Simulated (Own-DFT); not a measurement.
# Biaxial strain at fixed height in wurtzite AlGaN with randomly placed atoms, 72 atoms (Al27Ga9N36)

The numbers are computed, not measured, by runs of the plane-wave DFT program Own-DFT (in-house, retired, unreviewed) at fixed positions, with no spin and no spin-orbit coupling.

All runs used: PBE; PseudoDojo norm-conserving scalar-relativistic files (stringent for Ga); cutoff 96 hartree; 4 x 4 x 3 k mesh centred on Gamma; Gaussian smearing of 0.01 eV.

Keep in mind: forces on such cells passed a denser k mesh, each cell not checked; stress not checked against mesh or cutoff.

Unstrained cell vectors in Å: (9.394, 0.000, 0.000); (-4.697, 8.135, 0.000); (0.000, 0.000, 10.066). The unstrained cell has measured lattice constants (interpolated for alloys), not those of this functional. That, the random moves and any unrelaxed bonds set the pressure at no strain. Each run strains x and y alike by e, as a substrate would, and holds the height along z. Each atom got a random Gaussian move of width 0.05 Å along each axis. The random placing of the alloy's atoms differs from row to row. Stress is positive in tension.

| e (%) | u (Å) | (s_xx + s_yy)/2 (GPa) | s_zz (GPa) |
|---|---|---|---|
| -3.00 | 0.050 | -25.34 | -13.72 |
| -2.50 | 0.051 | -22.58 | -12.33 |
| -1.50 | 0.048 | -15.07 | -9.24 |
| -1.25 | 0.048 | -13.40 | -8.27 |
| -1.00 | 0.052 | -11.58 | -10.21 |
| -0.25 | 0.052 | -6.98 | -9.08 |
| 0.25 | 0.049 | ? | ? |
| 2.25 | 0.053 | 5.24 | -5.17 |
| 2.50 | 0.046 | 6.43 | -1.97 |
| 2.75 | 0.048 | 7.09 | -1.81 |

## Fit

With e as a fraction, the in-plane stress is -5.7 + 566 e - 3439 e² GPa (errors 5 and 361, scatter 0.32), and s_zz is -7.6 + 185 e GPa (slope ± 20, scatter 1.22). At e = 0 the first slope is C11 + C12 and the second 2 C13, both with the ions held to the strained lattice and at the cell's own pressure. The term in e² is negative: the layer stiffens under compression and softens under tension. A free layer would change its height as e changes, and the in-plane slope would drop by 2 C13²/C33 to the biaxial modulus. At fixed height, a misfit of 1 % moves the in-plane stress by about 5.7 GPa and s_zz by 1.8 GPa.

## Prediction

Asked: what are the two stresses at e = 0.25 %?

The fit gives -4.3 and -7.1 GPa. The calculation gave -4.70 and -6.08 GPa.
